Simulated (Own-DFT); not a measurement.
## Calculated data, GaAs (twinned zincblende, atoms displaced)

All values are calculated (Own-DFT development build). A calculation, not a measurement: plane-wave PBE density functional theory by an unreviewed code, no spin, of a simulated periodic cell, stress positive in tension, free energy of the whole cell less one offset for each atom, forces on such cells moved up to 12 meV/angstrom on a denser k mesh; offsets are fitted by least squares, one for each functional and potential file, so energies compare only between cells with the same atoms and settings and are not formation energies; the far tail of each file's local potential was reset to the Coulomb form; each entry is a single point on an unrelaxed cell, so the pressure reflects the starting lattice, mostly measured values (interpolated for alloys), from which strain is counted, and rises with the displacements; printed positions are rounded, which can move forces by about a meV/angstrom; the program, named Own-DFT, is a retired in-house code; no spin-orbit coupling; before rounding, a Quantum ESPRESSO 7.3.1 run of the same cell and cutoff gave forces within 1 meV/angstrom rms on each cell, which checks the program and not the settings.

Common to all runs: functional PBE; potential files PseudoDojo norm-conserving, scalar-relativistic, standard set; wave cutoff 42 hartree; occupations Fermi-Dirac; smearing width 0.1 eV; k mesh 4 x 4 x 2 centred on Gamma.

```json
{"entry": 1, "formula": "GaAs", "kind": "twinned zincblende, atoms displaced", "structure": {"cell_angstrom": [[5.6533, -5.6533, 0.0], [0.0, 5.6533, -5.6533], [11.3066, 11.3066, 11.3066]], "atoms_fractional": [["Ga", 0.01427, 0.01675, 0.43837], ["As", 0.02338, 0.01249, 0.06432], ["Ga", 0.17947, 0.35289, 0.10749], ["As", 0.16287, 0.34809, 0.22756], ["Ga", 0.32759, 0.17097, 0.27582], ["As", 0.3431, 0.16998, 0.39268], ["Ga", 0.98962, 0.49182, 0.44397], ["As", 0.98266, 0.49889, 0.06396], ["Ga", 0.18543, 0.8317, 0.10746], ["As", 0.16971, 0.83192, 0.23134], ["Ga", 0.36047, 0.69022, 0.27469], ["As", 0.32468, 0.66444, 0.39965], ["Ga", 0.50764, 0.03264, 0.43836], ["As", 0.47046, 0.98246, 0.0666], ["Ga", 0.64059, 0.32186, 0.10461], ["As", 0.65998, 0.34713, 0.2241], ["Ga", 0.82492, 0.1784, 0.28122], ["As", 0.83127, 0.17487, 0.40318], ["Ga", 0.50265, 0.50639, 0.43664], ["As", 0.50908, 0.49746, 0.05345], ["Ga", 0.67529, 0.83641, 0.10595], ["As", 0.66909, 0.85812, 0.23019], ["Ga", 0.83878, 0.66775, 0.27556], ["As", 0.8507, 0.65863, 0.38853], ["Ga", 0.00254, 0.99404, 0.93783], ["As", 0.98149, 0.97098, 0.56332], ["Ga", 0.84055, 0.68009, 0.59916], ["As", 0.82028, 0.65935, 0.72972], ["Ga", 0.6668, 0.8177, 0.77595], ["As", 0.66873, 0.84026, 0.89761], ["Ga", 0.99883, 0.4955, 0.93123], ["As", 0.98406, 0.47983, 0.56912], ["Ga", 0.82601, 0.16729, 0.60083], ["As", 0.81283, 0.17913, 0.73511], ["Ga", 0.65863, 0.33481, 0.77853], ["As", 0.68908, 0.34008, 0.89708], ["Ga", 0.50201, 0.01784, 0.94196], ["As", 0.50659, 0.9744, 0.56421], ["Ga", 0.30076, 0.64446, 0.60841], ["As", 0.3174, 0.64478, 0.72621], ["Ga", 0.1764, 0.85303, 0.76413], ["As", 0.16375, 0.83406, 0.90242], ["Ga", 0.50444, 0.49657, 0.93723], ["As", 0.47574, 0.50314, 0.56091], ["Ga", 0.34449, 0.18596, 0.597], ["As", 0.32282, 0.16527, 0.7362], ["Ga", 0.16555, 0.34962, 0.77203], ["As", 0.16314, 0.33893, 0.90801]]}, "results": {"free_energy_of_cell_above_offsets [eV]": "-13.122", "pressure [GPa]": 5.09, "stress_xx [GPa]": -4.39, "stress_yy [GPa]": -4.36, "stress_zz [GPa]": -6.5, "stress_yz [GPa]": -0.38, "stress_xz [GPa]": 0.06, "stress_xy [GPa]": -0.14, "force_element": ["Ga", "As", "Ga", "As", "Ga", "As", "Ga", "As", "Ga", "As", "Ga", "As", "Ga", "As", "Ga", "As", "Ga", "As", "Ga", "As", "Ga", "As", "Ga", "As", "Ga", "As", "Ga", "As", "Ga", "As", "Ga", "As", "Ga", "As", "Ga", "As", "Ga", "As", "Ga", "As", "Ga", "As", "Ga", "As", "Ga", "As", "Ga", "As"], "force_x [eV/angstrom]": [-0.635, -0.311, -1.073, 1.175, -1.422, 0.083, 0.885, 0.095, -2.858, 0.32, -1.273, 0.459, 0.093, 2.973, 0.337, 0.786, -0.54, 0.044, 0.057, 1.092, -0.19, 1.27, -1.945, 1.221, 0.006, 1.601, -1.14, 0.486, -0.788, -0.092, 2.158, -0.821, 0.868, 0.155, -1.01, -1.67, -0.306, -1.377, 0.462, 1.921, -0.378, -0.376, -0.574, 1.124, 0.149, -0.058, -0.569, -0.413], "force_y [eV/angstrom]": [-0.643, 0.568, -0.605, 0.71, -1.158, 2.059, -0.114, -0.644, 2.569, 0.357, 0.522, 0.127, -0.939, -2.832, -0.977, 0.704, -0.596, -1.082, -0.406, 2.46, -0.534, -1.146, -1.064, 3.109, 1.102, 1.026, 0.014, -1.008, 0.933, 0.441, 1.656, 0.602, -0.04, -2.615, 0.242, 1.433, -0.563, 1.422, -0.452, 1.46, -0.107, -1.732, -0.673, -0.891, -0.458, -0.008, 0.357, -2.587], "force_z [eV/angstrom]": [0.844, 0.445, -0.526, 1.028, -1.491, -0.159, -0.708, 0.051, 2.279, -0.221, 1.148, -0.75, 2.543, -2.492, -0.132, 1.373, -1.498, 0.23, -0.533, 0.774, -0.564, 0.382, -2.005, 1.106, -0.005, -4.466, 4.514, -0.616, -1.327, 0.586, -0.119, -2.037, 2.639, 0.582, -0.624, 0.592, 0.733, -0.799, -0.892, -1.86, 3.049, -1.127, -1.297, -0.728, 2.347, -2.793, 2.995, -0.468]}}
{"entry": 2, "formula": "GaAs", "kind": "twinned zincblende, atoms displaced", "structure": {"cell_angstrom": [[5.6533, -5.6533, 0.0], [0.0, 5.6533, -5.6533], [11.3066, 11.3066, 11.3066]], "atoms_fractional": [["Ga", 0.00907, 0.0028, 0.43478], ["As", 0.0003, 0.0139, 0.06374], ["Ga", 0.13646, 0.32376, 0.11277], ["As", 0.17497, 0.34875, 0.23219], ["Ga", 0.32704, 0.1537, 0.27067], ["As", 0.33207, 0.18402, 0.38985], ["Ga", 0.01646, 0.47568, 0.42884], ["As", 0.00287, 0.51239, 0.06094], ["Ga", 0.17422, 0.86723, 0.11225], ["As", 0.17007, 0.84166, 0.22059], ["Ga", 0.3179, 0.66572, 0.27164], ["As", 0.33283, 0.66874, 0.3953], ["Ga", 0.47331, 0.97774, 0.43945], ["As", 0.49639, 0.98064, 0.06115], ["Ga", 0.6671, 0.32533, 0.10365], ["As", 0.65244, 0.31825, 0.22227], ["Ga", 0.84517, 0.16038, 0.2735], ["As", 0.83256, 0.1538, 0.3853], ["Ga", 0.51391, 0.50664, 0.43682], ["As", 0.50073, 0.49322, 0.06971], ["Ga", 0.69455, 0.84584, 0.11056], ["As", 0.67128, 0.83473, 0.23698], ["Ga", 0.84457, 0.67926, 0.27194], ["As", 0.84478, 0.68666, 0.39067], ["Ga", 0.00145, 0.99547, 0.94028], ["As", 0.00464, 0.00171, 0.56028], ["Ga", 0.85845, 0.6905, 0.60819], ["As", 0.84694, 0.67418, 0.73504], ["Ga", 0.67449, 0.83612, 0.75944], ["As", 0.64513, 0.81062, 0.89189], ["Ga", 0.00043, 0.50276, 0.94275], ["As", 0.98643, 0.4917, 0.5665], ["Ga", 0.83485, 0.15094, 0.60369], ["As", 0.83525, 0.1645, 0.73683], ["Ga", 0.68791, 0.35099, 0.75976], ["As", 0.67091, 0.3304, 0.90024], ["Ga", 0.50348, 0.99474, 0.94422], ["As", 0.50236, 0.99364, 0.56265], ["Ga", 0.32758, 0.66535, 0.60693], ["As", 0.34556, 0.69232, 0.72559], ["Ga", 0.17193, 0.85023, 0.76954], ["As", 0.14997, 0.85672, 0.90158], ["Ga", 0.49151, 0.47775, 0.93385], ["As", 0.50095, 0.4999, 0.56001], ["Ga", 0.33426, 0.19171, 0.59911], ["As", 0.3345, 0.17543, 0.72552], ["Ga", 0.18944, 0.34918, 0.77103], ["As", 0.16251, 0.32164, 0.89357]]}, "results": {"free_energy_of_cell_above_offsets [eV]": "-13.754", "pressure [GPa]": 5.02, "stress_xx [GPa]": -4.22, "stress_yy [GPa]": -5.48, "stress_zz [GPa]": -5.36, "stress_yz [GPa]": -0.45, "stress_xz [GPa]": -0.4, "stress_xy [GPa]": -1.2, "force_element": ["Ga", "As", "Ga", "As", "Ga", "As", "Ga", "As", "Ga", "As", "Ga", "As", "Ga", "As", "Ga", "As", "Ga", "As", "Ga", "As", "Ga", "As", "Ga", "As", "Ga", "As", "Ga", "As", "Ga", "As", "Ga", "As", "Ga", "As", "Ga", "As", "Ga", "As", "Ga", "As", "Ga", "As", "Ga", "As", "Ga", "As", "Ga", "As"], "force_x [eV/angstrom]": [-0.087, 0.418, 0.648, -0.304, -0.02, 1.072, -0.653, 1.2, -2.582, 1.997, 0.813, 0.165, 0.814, 1.374, -0.781, 2.18, -1.845, 1.241, -0.149, -0.897, -1.551, -1.162, -1.214, 0.769, -2.073, 0.014, -0.864, -0.725, 0.644, 0.596, -0.544, -0.104, 0.379, 0.246, -0.353, -0.684, -1.457, -0.255, -1.12, 0.036, 1.289, 1.141, 0.844, 1.259, 0.287, 0.48, -0.554, 0.073], "force_y [eV/angstrom]": [0.539, -0.677, -0.527, -0.564, -0.034, -0.363, 2.317, 1.266, -3.226, 2.168, -0.075, -1.254, 0.482, 1.199, -0.83, 0.732, -0.636, 2.548, -0.065, 0.356, 0.547, -0.259, -1.253, -0.711, 3.545, -0.36, -0.148, -0.365, 1.234, -0.058, -0.937, -1.193, 1.338, -1.246, 1.0, -1.287, -0.88, 0.865, -0.79, 0.329, 0.491, -5.259, 1.198, 0.778, -0.998, -0.569, 0.6, 1.033], "force_z [eV/angstrom]": [-0.394, -0.14, -1.851, 1.206, -1.296, 1.25, 0.524, 0.753, -2.065, 3.232, -0.936, 0.06, -1.822, 0.704, -0.537, 0.619, -2.344, 2.481, -0.642, -0.614, 1.406, -0.308, 0.294, 2.017, -0.718, -0.601, 1.124, -1.387, 1.379, -0.577, -1.143, -0.546, -0.06, -1.726, 2.378, -0.416, -0.968, -0.262, -0.39, 1.442, 0.44, 0.978, 0.237, -1.55, 1.904, -0.645, -0.293, -0.197]}}
{"entry": 3, "formula": "GaAs", "kind": "twinned zincblende, atoms displaced", "structure": {"cell_angstrom": [[5.6533, -5.6533, 0.0], [0.0, 5.6533, -5.6533], [11.3066, 11.3066, 11.3066]], "atoms_fractional": [["Ga", 0.98228, 0.98055, 0.44206], ["As", 0.00901, 0.99184, 0.05331], ["Ga", 0.16557, 0.33875, 0.10879], ["As", 0.15004, 0.32843, 0.22973], ["Ga", 0.33629, 0.15775, 0.26092], ["As", 0.33233, 0.16351, 0.39455], ["Ga", 0.00118, 0.48698, 0.44534], ["As", 0.99173, 0.50552, 0.06427], ["Ga", 0.15753, 0.8182, 0.10524], ["As", 0.18206, 0.83933, 0.22798], ["Ga", 0.33352, 0.65982, 0.27347], ["As", 0.3399, 0.67922, 0.38975], ["Ga", 0.49573, 0.98935, 0.42815], ["As", 0.49397, 0.99869, 0.0615], ["Ga", 0.67064, 0.33442, 0.10907], ["As", 0.68165, 0.3361, 0.228], ["Ga", 0.83897, 0.16358, 0.27097], ["As", 0.83093, 0.1872, 0.40892], ["Ga", 0.45405, 0.49136, 0.42875], ["As", 0.50971, 0.52378, 0.05966], ["Ga", 0.65582, 0.82581, 0.09794], ["As", 0.67843, 0.81976, 0.22196], ["Ga", 0.82357, 0.65822, 0.27783], ["As", 0.82482, 0.6597, 0.40432], ["Ga", 0.00498, 0.00715, 0.94136], ["As", 0.00537, 0.99159, 0.56739], ["Ga", 0.82515, 0.66943, 0.59762], ["As", 0.81444, 0.64265, 0.72759], ["Ga", 0.67567, 0.84976, 0.78108], ["As", 0.65587, 0.87057, 0.89542], ["Ga", 0.99911, 0.4844, 0.93309], ["As", 0.00502, 0.49409, 0.56378], ["Ga", 0.84345, 0.19055, 0.60129], ["As", 0.85577, 0.17492, 0.72206], ["Ga", 0.66388, 0.33846, 0.76677], ["As", 0.64326, 0.34113, 0.89446], ["Ga", 0.49376, 0.97789, 0.93308], ["As", 0.48367, 0.97613, 0.55703], ["Ga", 0.33147, 0.68089, 0.60105], ["As", 0.32095, 0.65604, 0.73243], ["Ga", 0.1717, 0.84426, 0.7704], ["As", 0.17683, 0.84549, 0.89713], ["Ga", 0.48915, 0.5101, 0.93813], ["As", 0.45736, 0.45509, 0.56156], ["Ga", 0.31989, 0.16889, 0.60031], ["As", 0.33589, 0.16187, 0.72416], ["Ga", 0.16293, 0.3402, 0.77253], ["As", 0.18472, 0.32859, 0.88819]]}, "results": {"free_energy_of_cell_above_offsets [eV]": "-11.305", "pressure [GPa]": 5.76, "stress_xx [GPa]": -4.99, "stress_yy [GPa]": -4.92, "stress_zz [GPa]": -7.38, "stress_yz [GPa]": 0.79, "stress_xz [GPa]": 0.49, "stress_xy [GPa]": -1.51, "force_element": ["Ga", "As", "Ga", "As", "Ga", "As", "Ga", "As", "Ga", "As", "Ga", "As", "Ga", "As", "Ga", "As", "Ga", "As", "Ga", "As", "Ga", "As", "Ga", "As", "Ga", "As", "Ga", "As", "Ga", "As", "Ga", "As", "Ga", "As", "Ga", "As", "Ga", "As", "Ga", "As", "Ga", "As", "Ga", "As", "Ga", "As", "Ga", "As"], "force_x [eV/angstrom]": [0.697, 1.868, -0.905, 1.622, 1.058, -1.517, 0.631, -0.524, 0.629, -1.141, -0.775, -1.339, 1.11, 0.062, -1.292, 0.093, -0.535, -1.821, 2.504, -1.058, 1.681, 0.003, 0.922, -1.047, -1.763, -1.766, -0.55, 1.012, -2.113, 3.256, -0.325, 0.372, -1.341, -0.692, 0.151, 0.85, -0.445, 1.11, 0.84, 0.795, -0.695, -1.796, 0.688, 1.201, 0.96, -0.115, -0.363, -0.195], "force_y [eV/angstrom]": [0.311, 2.992, -0.883, -1.015, 1.496, -0.271, 1.001, -1.782, 0.232, -0.014, -1.441, 1.25, 1.81, 0.103, -0.371, 0.905, 0.774, -3.531, -1.221, -0.988, 0.827, 1.522, -0.565, -0.524, -1.486, 0.992, 0.071, 1.019, -2.098, -6.295, 0.63, 1.598, -1.202, 1.505, -0.738, -1.391, 7.17, 0.706, -0.563, -0.151, -0.159, -0.085, -0.168, 0.898, -1.682, 0.791, -1.844, 1.863], "force_z [eV/angstrom]": [-1.262, 1.64, -0.7, -0.203, -0.404, -0.052, -2.697, 0.499, -0.948, 1.458, -1.544, 0.969, -0.366, -0.244, -0.742, 0.714, 1.596, 0.95, 1.594, 2.757, -1.72, 0.113, -0.383, 0.564, -1.571, -0.887, 2.008, -2.77, -1.145, 2.288, -0.42, -1.658, 2.59, 1.27, 2.035, 0.391, -1.585, -2.781, 3.031, -1.902, 0.91, 0.814, -1.077, -5.519, 3.834, -0.367, -0.326, 1.25]}}
```
